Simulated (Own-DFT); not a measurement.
Simulation results for GaP (zincblende, atoms displaced)

A calculation, not a measurement: plane-wave PBE density functional theory by an unreviewed code, no spin, of a simulated periodic cell, stress positive in tension, free energy of the whole cell less one offset for each atom, forces on such cells passed a denser k mesh, this cell's mesh not checked; offsets are fitted by least squares, one for each functional and potential file, so energies compare only between cells with the same atoms and settings and are not formation energies; the far tail of each file's local potential was reset to the Coulomb form; each entry is a single point on an unrelaxed cell, so the pressure reflects the starting lattice, mostly measured values (interpolated for alloys), from which strain is counted, and rises with the displacements; printed positions are rounded, which can move forces by about a meV/angstrom; the program, named Own-DFT, is a retired in-house code; no spin-orbit coupling. Program: Own-DFT development build.

Common to all runs: functional PBE; potential files PseudoDojo norm-conserving, scalar-relativistic, standard set; wave cutoff 42 hartree; occupations Fermi-Dirac; smearing width 0.1 eV; hardware one NVIDIA H200; k mesh 2 x 3 x 3 centred on Gamma.

(1) GaP (zincblende, atoms displaced)

```
cell vectors (Å)
  16.3515     0.0000     0.0000
   0.0000    10.9010     0.0000
   0.0000     0.0000    10.9010
atoms (fractions of the cell vectors)
Ga  0.98690  0.99054  0.00573
Ga  0.99891  0.24162  0.24775
Ga  0.15836  0.99675  0.24256
Ga  0.16841  0.25308  0.00615
P   0.07965  0.11263  0.12829
P   0.09038  0.37908  0.37736
P   0.25070  0.14679  0.38473
P   0.25546  0.38049  0.13973
Ga  0.00187  0.00291  0.50806
Ga  0.99536  0.25455  0.74538
Ga  0.16756  0.99755  0.73625
Ga  0.15494  0.23601  0.49832
P   0.09328  0.13451  0.62696
P   0.09846  0.37803  0.87877
P   0.24394  0.11345  0.86432
P   0.24341  0.38295  0.61562
Ga  0.00446  0.48871  0.00639
Ga  0.00511  0.75765  0.25445
Ga  0.16904  0.48106  0.26157
Ga  0.16596  0.75584  0.97166
P   0.09073  0.62610  0.11925
P   0.09026  0.88253  0.37164
P   0.25504  0.61384  0.35728
P   0.24542  0.86926  0.11653
Ga  0.98958  0.49924  0.49496
Ga  0.00161  0.76475  0.76117
Ga  0.17165  0.49932  0.75865
Ga  0.17008  0.75213  0.49493
P   0.08080  0.60787  0.63056
P   0.08270  0.86680  0.88781
P   0.23906  0.63744  0.87786
P   0.24440  0.87752  0.64039
Ga  0.34050  0.99725  0.99712
Ga  0.33622  0.25096  0.22530
Ga  0.50354  0.00039  0.24406
Ga  0.49802  0.25668  0.00298
P   0.40952  0.11314  0.11625
P   0.41717  0.38916  0.38373
P   0.58595  0.11944  0.38461
P   0.58702  0.37450  0.10387
Ga  0.34117  0.00372  0.49708
Ga  0.33772  0.24129  0.75222
Ga  0.50615  0.01553  0.75264
Ga  0.50167  0.25299  0.49906
P   0.40806  0.11805  0.62305
P   0.40868  0.37847  0.88345
P   0.58413  0.11359  0.88547
P   0.58642  0.37054  0.64178
Ga  0.33703  0.50469  0.00209
Ga  0.33573  0.76609  0.24723
Ga  0.49848  0.50705  0.23388
Ga  0.50576  0.73882  0.99553
P   0.41533  0.61835  0.12969
P   0.42033  0.86713  0.37307
P   0.59216  0.63732  0.37312
P   0.57220  0.87735  0.13039
Ga  0.34396  0.51200  0.49568
Ga  0.33985  0.74860  0.75074
Ga  0.49982  0.50621  0.74523
Ga  0.50555  0.74199  0.49839
P   0.42103  0.62177  0.61925
P   0.41419  0.87018  0.87121
P   0.59018  0.63492  0.86623
P   0.58124  0.88295  0.62225
Ga  0.66324  0.99692  0.00716
Ga  0.66686  0.25734  0.25400
Ga  0.84074  0.99716  0.26315
Ga  0.83382  0.25883  0.00913
P   0.74295  0.10377  0.11213
P   0.75290  0.38100  0.36854
P   0.91969  0.11054  0.35659
P   0.92275  0.37510  0.13498
Ga  0.66910  0.01017  0.50019
Ga  0.65653  0.24363  0.74229
Ga  0.83774  0.01593  0.74770
Ga  0.82515  0.25622  0.51293
P   0.75173  0.13152  0.62357
P   0.74828  0.38769  0.87111
P   0.91760  0.11442  0.86532
P   0.92667  0.36363  0.63605
Ga  0.65212  0.49678  0.00276
Ga  0.66806  0.76439  0.25955
Ga  0.81823  0.49585  0.25917
Ga  0.82512  0.74796  0.00598
P   0.74038  0.60693  0.11372
P   0.75603  0.88914  0.37980
P   0.90562  0.62271  0.36931
P   0.91241  0.87091  0.11866
Ga  0.66496  0.49562  0.50633
Ga  0.66787  0.74703  0.74555
Ga  0.83344  0.50759  0.74345
Ga  0.83372  0.76019  0.50335
P   0.74508  0.61438  0.62678
P   0.75304  0.87142  0.87710
P   0.92778  0.62749  0.87964
P   0.91227  0.86422  0.60777
```

* free energy of cell above offsets: -34.925 eV
* pressure: 5.36 GPa
* stress xx: -5.3 GPa
* stress yy: -5.59 GPa
* stress zz: -5.19 GPa
* stress yz: 0.28 GPa
* stress xz: -0.83 GPa
* stress xy: -0.39 GPa
* wall time: 975.3 s

Force:
```tsv
element	x (eV/Å)	y (eV/Å)	z (eV/Å)
Ga	1.89	0.932	-1.041
Ga	1.204	0.633	0.411
Ga	2.768	0.512	0.26
Ga	0.646	-1.209	0.319
P	-0.571	1.485	-1.736
P	-3.366	-1.776	1.022
P	1.098	-2.105	-1.929
P	-0.842	0.165	-2.82
Ga	0.264	-0.056	-0.789
Ga	3.763	-2.676	3.33
Ga	-1.902	0.602	2.322
Ga	2.36	3.269	-1.572
P	-3.784	-2.159	2.113
P	-2.708	-1.003	0.23
P	1.317	1.162	1.725
P	1.49	-0.653	0.465
Ga	0.67	0.992	-0.465
Ga	-0.289	-1.018	-0.868
Ga	0.195	2.434	-1.76
Ga	0.143	-0.289	5.012
P	-0.247	-0.355	0.908
P	-1.356	-0.916	1.723
P	0.46	1.906	1.483
P	0.515	0.928	-0.009
Ga	1.117	0.02	0.187
Ga	-0.342	-1.706	-1.855
Ga	0.261	0.319	-1.507
Ga	0.091	-1.271	0.482
P	-0.275	1.907	-0.559
P	-2.203	4.462	-2.201
P	4.673	-3.036	-2.018
P	2.719	-2.186	-3.076
Ga	-2.95	-1.443	-1.552
Ga	0.413	-0.607	3.012
Ga	-1.571	1.174	1.674
Ga	-0.764	-1.312	-0.742
P	2.637	1.758	1.431
P	1.794	-2.114	-2.366
P	-1.018	1.602	-1.766
P	-2.269	-2.153	4.354
Ga	-2.396	-1.327	-1.107
Ga	-2.034	1.076	-0.241
Ga	-1.694	-1.556	-0.792
Ga	-0.67	0.03	0.524
P	3.067	1.459	0.972
P	1.506	-0.54	-1.539
P	-0.207	2.149	-0.363
P	-2.067	1.496	-2.599
Ga	-2.149	0.611	0.227
Ga	-1.133	-1.469	-0.593
Ga	1.705	-1.423	2.094
Ga	-1.409	0.671	0.291
P	-0.321	2.481	-1.37
P	0.382	1.188	0.629
P	-0.866	-2.06	0.152
P	2.253	-1.622	-1.343
Ga	-3.051	-0.408	0.269
Ga	-1.524	-0.457	-0.364
Ga	0.072	-0.546	1.358
Ga	-0.131	0.93	0.15
P	0.02	1.306	0.923
P	2.075	0.478	0.512
P	-1.423	-1.597	0.705
P	0.67	-0.439	0.145
Ga	-1.011	-2.67	-1.429
Ga	-0.116	-1.383	-0.995
Ga	-2.041	-1.401	-3.529
Ga	-0.612	-0.58	-0.876
P	2.848	3.302	3.146
P	-2.561	-2.882	3.449
P	1.41	2.921	3.855
P	-1.446	0.112	-0.073
Ga	0.522	-1.277	0.825
Ga	2.524	-1.24	2.726
Ga	-1.466	-2.708	-1.284
Ga	2.147	0.513	-1.592
P	-1.356	-0.815	0.961
P	-0.179	-1.262	0.297
P	1.319	2.328	1.94
P	-3.936	3.172	-3.433
Ga	2.671	2.155	-3.585
Ga	0.787	0.095	-1.326
Ga	3.022	2.603	-3.428
Ga	0.919	-1.334	-0.501
P	0.645	1.937	1.692
P	-1.114	-1.036	0.232
P	0.749	0.756	0.208
P	-0.772	-1.088	2.169
Ga	-0.349	-0.08	-0.857
Ga	0.766	1.691	-0.562
Ga	1.374	-0.42	1.411
Ga	-2.543	-3.134	-1.934
P	0.906	1.618	-0.885
P	-0.775	0.862	-0.948
P	-1.845	-0.437	0.058
P	2.808	3.031	3.798
```

(2) GaP (zincblende, atoms displaced)

```
cell vectors (Å)
  16.3515     0.0000     0.0000
   0.0000    10.9010     0.0000
   0.0000     0.0000    10.9010
atoms (fractions of the cell vectors)
Ga  0.99653  0.99963  0.01033
Ga  0.99799  0.26165  0.24645
Ga  0.17212  0.99785  0.25058
Ga  0.16939  0.24229  0.99605
P   0.07810  0.12076  0.11803
P   0.08453  0.37231  0.37736
P   0.25584  0.10412  0.36587
P   0.25999  0.37735  0.13223
Ga  0.00225  0.99418  0.50671
Ga  0.99165  0.25056  0.75777
Ga  0.16680  0.00783  0.74681
Ga  0.17077  0.26655  0.49502
P   0.07944  0.12652  0.63001
P   0.07443  0.35645  0.87250
P   0.24855  0.11713  0.87109
P   0.24195  0.37664  0.63640
Ga  0.99079  0.49376  0.99692
Ga  0.99705  0.75002  0.26560
Ga  0.17608  0.50818  0.24888
Ga  0.16712  0.75192  0.00067
P   0.08844  0.62551  0.11673
P   0.08914  0.86745  0.36625
P   0.24230  0.61868  0.36917
P   0.25488  0.87779  0.10333
Ga  0.00543  0.49639  0.50631
Ga  0.00116  0.74088  0.75594
Ga  0.15995  0.50054  0.73545
Ga  0.16047  0.75453  0.50009
P   0.07927  0.63080  0.61880
P   0.07640  0.85133  0.89823
P   0.25328  0.61636  0.86356
P   0.25491  0.86761  0.62852
Ga  0.34055  0.99856  0.00073
Ga  0.32904  0.24577  0.25122
Ga  0.49657  0.98801  0.25128
Ga  0.49539  0.25267  0.99471
P   0.41526  0.13917  0.11821
P   0.42188  0.39127  0.38078
P   0.58883  0.12768  0.38785
P   0.58528  0.37835  0.13715
Ga  0.33346  0.99991  0.51059
Ga  0.33902  0.24507  0.75964
Ga  0.50831  0.00846  0.74775
Ga  0.48791  0.24352  0.49173
P   0.42538  0.13579  0.63994
P   0.41684  0.37094  0.87869
P   0.57272  0.13936  0.88566
P   0.57520  0.38410  0.63348
Ga  0.33510  0.49712  0.01400
Ga  0.34010  0.74136  0.24767
Ga  0.49517  0.49930  0.25114
Ga  0.50777  0.74023  0.99624
P   0.41852  0.60492  0.11297
P   0.41007  0.86792  0.37022
P   0.59004  0.63116  0.36404
P   0.57151  0.85544  0.12899
Ga  0.34579  0.52036  0.50465
Ga  0.33206  0.75272  0.74338
Ga  0.50323  0.48493  0.74334
Ga  0.49062  0.74013  0.49933
P   0.42473  0.62963  0.62991
P   0.41720  0.85148  0.86030
P   0.58807  0.61615  0.88668
P   0.58110  0.88119  0.61216
Ga  0.66481  0.99310  0.00488
Ga  0.66058  0.24768  0.24850
Ga  0.83113  0.99262  0.22384
Ga  0.83635  0.26314  0.00336
P   0.74709  0.13789  0.12274
P   0.74802  0.36005  0.36802
P   0.91918  0.13028  0.38430
P   0.91589  0.37271  0.10868
Ga  0.66449  0.01318  0.51343
Ga  0.66940  0.24821  0.76975
Ga  0.84543  0.00746  0.75250
Ga  0.82835  0.23928  0.50339
P   0.75877  0.12662  0.61825
P   0.76040  0.38839  0.86081
P   0.91631  0.12526  0.86721
P   0.91300  0.36176  0.62536
Ga  0.67226  0.48436  0.01252
Ga  0.67629  0.75311  0.23407
Ga  0.83311  0.50619  0.24684
Ga  0.83628  0.75033  0.99317
P   0.74856  0.64789  0.12834
P   0.75385  0.87209  0.37648
P   0.90549  0.61333  0.36254
P   0.92459  0.88238  0.11224
Ga  0.66433  0.50605  0.48951
Ga  0.65420  0.76210  0.75674
Ga  0.82317  0.50694  0.74066
Ga  0.82779  0.75344  0.50202
P   0.75292  0.62215  0.62074
P   0.74704  0.88216  0.86438
P   0.91609  0.62898  0.84953
P   0.92616  0.86239  0.62753
```

- free energy of cell above offsets: -36.641 eV
- pressure: 5.25 GPa
- stress xx: -5.3 GPa
- stress yy: -5.18 GPa
- stress zz: -5.27 GPa
- stress yz: 0.03 GPa
- stress xz: -0.27 GPa
- stress xy: -1.27 GPa
- wall time: 957.8 s

Force:
```tsv
element	x (eV/Å)	y (eV/Å)	z (eV/Å)
Ga	1.55	1.503	-3.307
Ga	0.104	-1.173	0.424
Ga	-1.052	-0.887	-2.088
Ga	-0.266	0.556	0.442
P	1.497	1.11	1.596
P	0.044	1.239	-1.395
P	0.01	2.329	1.782
P	-2.458	-0.926	-0.484
Ga	0.33	0.385	-0.808
Ga	0.468	-0.546	-1.749
Ga	-0.886	-1.6	0.114
Ga	0.126	-2.24	0.44
P	0.578	0.377	-0.659
P	1.727	2.408	0.86
P	1.355	0.353	0.701
P	2.983	-0.545	-1.214
Ga	1.919	1.604	-1.612
Ga	-0.128	-0.844	-1.757
Ga	-2.616	-2.224	-1.822
Ga	1.793	-1.485	-0.288
P	-1.259	-0.868	1.181
P	-0.772	1.46	0.704
P	2.944	2.577	2.675
P	-0.197	-0.752	2.464
Ga	-1.719	-0.605	-0.783
Ga	1.674	1.527	-0.777
Ga	-0.728	0.245	1.92
Ga	1.454	-0.514	0.012
P	0.371	-0.122	0.492
P	-0.513	2.709	-2.408
P	-0.604	0.073	0.89
P	-2.044	1.255	-1.029
Ga	0.4	0.06	-1.536
Ga	1.102	0.26	0.776
Ga	0.181	1.378	0.113
Ga	0.214	1.612	1.965
P	0.38	-1.66	1.222
P	-1.736	-1.997	-0.023
P	-1.885	-0.196	-1.521
P	-1.177	-0.603	-1.163
Ga	0.822	-0.014	0.053
Ga	-1.692	0.539	-0.164
Ga	-0.417	-1.352	0.588
Ga	1.699	1.036	0.411
P	-1.599	-1.245	-1.473
P	-0.607	1.603	-0.32
P	2.839	-2.499	-0.921
P	3.91	-3.614	-3.671
Ga	-1.298	-0.846	-3.29
Ga	-1.603	-0.58	-1.32
Ga	1.769	0.885	-0.214
Ga	-2.01	-0.704	-0.812
P	1.51	3.12	1.743
P	0.588	0.645	1.313
P	-1.279	0.22	0.045
P	1.891	2.083	0.336
Ga	-2.347	-1.133	-0.388
Ga	-0.116	-2.103	0.353
Ga	-2.4	3.085	3.589
Ga	2.14	1.436	-1.88
P	-0.814	-0.587	1.721
P	1.801	2.776	1.902
P	0.185	-0.731	-1.307
P	-0.552	-0.711	0.803
Ga	-0.592	0.567	-0.087
Ga	0.374	-0.384	0.585
Ga	0.219	0.819	1.966
Ga	-1.711	-2.111	-2.376
P	0.015	-1.062	-0.586
P	0.416	1.589	0.52
P	-0.048	-1.024	-1.581
P	0.236	1.358	3.417
Ga	1.468	-1.123	-0.723
Ga	-0.181	0.456	-1.502
Ga	-1.695	-1.901	-1.78
Ga	1.654	2.135	-2.125
P	-2.212	-1.525	3.331
P	-2.035	-2.228	3.199
P	0.298	0.247	3.224
P	-0.134	1.704	-0.236
Ga	0.584	1.368	-0.705
Ga	-3.088	2.58	3.726
Ga	-2.178	-2.294	-1.916
Ga	0.087	0.514	-0.713
P	3.136	-4.463	-3.324
P	-1.107	1.704	-0.948
P	2.926	2.102	3.216
P	-2.508	-3.165	2.428
Ga	0.352	-1.03	0.692
Ga	0.766	-1.033	-0.642
Ga	3.141	0.119	-1.092
Ga	1.353	-0.681	0.083
P	-2.547	1.543	-0.763
P	0.653	0.069	0.632
P	-1.906	-2.174	2.949
P	-1.319	0.784	-0.313
```
